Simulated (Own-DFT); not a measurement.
# Shaking the atoms of beta-Si3N4, 112 atoms (N64Si48)

All numbers below are calculated, not measured. The program, named Own-DFT, is a retired in-house plane-wave density functional code that no person has reviewed. Each row is one single-point run on a periodic cell that was not relaxed, without spin or spin-orbit coupling.

Settings of every run: PBE; PseudoDojo norm-conserving scalar-relativistic files; cutoff 42 hartree; 2 x 2 x 4 k mesh centred on Gamma; Fermi-Dirac smearing of 0.1 eV.

Known limits, some of them of some rows only: some atoms lie very close together; forces on such cells moved up to 12 meV/angstrom on a denser k mesh; stress not checked against mesh or cutoff.

Cell vectors in Å: (15.212, 0.000, 0.000); (-7.606, 13.174, 0.000); (0.000, 0.000, 5.818). In each run every atom was moved at random and independently from its ideal site; u is the rms move along one axis. E is the free energy for each atom above the fitted value at u = 0, and F the rms of the force components.

```
run,u (Å),E (meV/atom),F (eV/Å),largest force (eV/Å),P (GPa)
1,0.0195,15.9,0.800,3.33,5.52
2,0.0200,22.0,0.949,3.05,5.59
3,0.0500,130.4,2.228,7.49,8.84
4,0.0514,119.6,2.103,10.95,8.31
5,0.1000,473.0,4.713,21.80,16.54
6,0.1018,?,?,?,?
7,0.1045,541.4,5.092,29.13,18.97
8,0.1452,896.6,6.503,34.77,29.24
```

## Worked fit

For small independent moves the energy grows as E = (3/2) K u², with K the mean stiffness felt by one atom. The runs with u up to 0.11 Å give K = 32.4 ± 1.2 eV/Å², with residuals divided by u² + 0.0006 Å², since the noise grows with the moves. The scatter is 8.8 meV/atom at u = 0.05 Å. The forces follow F = G u with G = 45.1 eV/Å²; no force at u = 0 is resolved. G exceeds K because the moves of its neighbours add to the force on an atom, and stiffness differs between atoms. At u = 0.145 Å the parabola gives 1024 meV/atom and the run 897. The pressure follows P = 5.24 + 1204 u² GPa: at fixed volume, shortened bonds push harder than stretched ones pull.

## Withheld run

Question: what energy and rms force should run 6 give?

The fit gives 503 ± 36 meV/atom and about 4.59 eV/Å. The calculation gave 552.6 meV/atom and 5.326 eV/Å.
